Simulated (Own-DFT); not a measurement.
# How strain changes the stress of 2H SiC, 32 atoms (C16Si16)

Calculated results; nothing here was measured. The program, named Own-DFT, is a retired in-house plane-wave density functional code that no person has reviewed. Each row is one single-point run on a periodic cell that was not relaxed, without spin or spin-orbit coupling.

Settings of every run: PBE; PseudoDojo norm-conserving scalar-relativistic files; cutoff 42 hartree; 5 x 5 x 3 k mesh centred on Gamma; Fermi-Dirac smearing of 0.1 eV.

Known limits: forces on such cells passed a denser k mesh, each cell not checked; stress not checked against mesh or cutoff.

Unstrained cell vectors in Å: (6.165, 0.000, 0.000); (-3.083, 5.339, 0.000); (0.000, 0.000, 10.068). The unstrained cell has measured lattice constants (interpolated for alloys), not those of this functional. That, the random moves and any unrelaxed bonds set the pressure at no strain. Each run strains this cell uniformly, with the atoms carried along. Every atom was also moved at random, by a Gaussian of width 0.05 Å on each axis. Strain is the symmetric tensor, in per cent. Stress is positive in tension, and the pressure is minus a third of its trace.

```
run,e_xx (%),e_yy (%),e_zz (%),e_yz (%),e_xz (%),e_xy (%),s_xx (GPa),s_yy (GPa),s_zz (GPa),s_yz (GPa),s_xz (GPa),s_xy (GPa),P (GPa),E (meV/atom)
1,-1.09,-0.12,-0.86,-0.48,1.48,-1.22,-10.59,-7.92,-13.44,-1.58,5.88,-1.91,10.65,67.5
2,-0.43,-0.21,-1.41,1.47,0.71,1.92,-9.62,-5.33,-17.56,4.45,2.75,10.39,10.84,58.9
3,-0.77,-0.52,1.38,1.82,1.99,0.82,-10.60,-9.44,0.90,7.40,6.20,7.09,6.38,53.8
4,-1.39,1.22,0.36,0.05,1.68,-0.49,-11.06,-0.02,-6.14,-2.10,5.75,1.89,5.74,46.7
5,1.84,-1.15,-0.38,-1.09,-1.26,0.13,3.39,-7.75,-9.79,-3.17,-5.10,0.58,4.72,28.6
6,0.31,-1.03,-1.43,-1.10,0.28,-1.79,-8.46,-13.31,-14.07,-5.15,-0.31,-10.45,11.95,81.8
7,-0.55,1.33,0.47,0.23,0.70,-0.12,-3.67,1.81,-3.92,0.37,2.08,-0.93,1.93,5.7
8,-0.26,1.75,0.57,-1.82,1.02,1.38,-2.54,5.38,-5.57,-5.94,2.53,5.10,0.91,24.7
9,-1.66,1.61,0.57,1.06,-0.10,0.08,-10.21,1.97,-1.56,3.77,0.04,-1.42,3.27,0.0
10,1.00,0.13,-1.79,-1.53,1.94,-1.39,-1.67,-1.53,-16.82,-6.05,7.85,-5.49,6.67,30.3
11,0.08,0.20,0.25,1.81,1.02,-1.04,-2.62,-4.42,-5.23,4.34,3.59,-6.45,4.09,29.4
12,-1.35,1.47,-0.03,-1.74,-1.91,-0.35,-12.80,4.50,-7.33,-4.68,-6.01,-1.32,5.21,25.5
13,-0.17,-1.21,-1.70,1.14,-1.24,-0.66,-7.69,-13.11,-19.39,3.54,-4.93,-4.54,13.40,61.1
14,0.02,1.72,0.72,-1.59,-0.77,1.94,1.14,4.06,-6.06,-5.52,-2.76,6.47,0.29,41.5
15,1.23,0.57,1.20,1.35,0.86,-0.46,2.69,-0.24,1.08,3.27,3.55,-1.55,-1.18,19.9
16,1.55,0.24,-0.50,-1.87,-0.69,1.23,3.29,-1.70,-8.23,-4.03,-3.25,7.12,2.21,15.1
17,0.70,-1.41,-0.23,-1.07,-1.54,-0.50,-5.87,-8.40,-8.87,-3.52,-7.26,-5.13,7.71,28.7
18,-1.63,-0.24,0.07,-1.58,1.24,1.00,?,?,?,?,?,?,?,?
```

E is the free energy for each atom above the lowest run shown.

## Worked fit

Each stress component was fitted by least squares to a constant and the strains of the runs shown, as fractions, with shears doubled. Shear strains stay in the fit of a normal stress only where such slopes are resolved. The slopes, in GPa:

```
stress  at no strain  per e_xx  per e_yy  per e_zz  scatter
  s_xx          -5.3  565 ± 45  219 ± 50   68 ± 50     1.68
  s_yy          -4.7  150 ± 46  578 ± 51    0 ± 51     1.71
  s_zz          -7.3   35 ± 44    5 ± 49  607 ± 49     1.65
```

Each shear stress against twice its own strain: yz 151 ± 12, xz 177 ± 8, xy 249 ± 27 GPa. These are stiffnesses along x, y and z of the frame in which the cell vectors are given, which need not be the crystal's axes. The atoms are held to the strained lattice; where symmetry lets them move under strain, relaxing them would lower some slopes. The table should be nearly symmetric about its diagonal, and what it lacks of that shows the noise. A ninth of its sum, 247 ± 9 GPa, estimates the bulk modulus near the mean pressure of these runs, 5.6 GPa, so it lies above the value at zero pressure.

## Withheld run

Question: what normal stresses and pressure should run 18 give?

The fit gives s_xx = -15.0, s_yy = -8.6, s_zz = -7.5 and P = 10.3 GPa. The calculation gave -17.36, -6.78, -7.75 and P = 10.63 GPa.
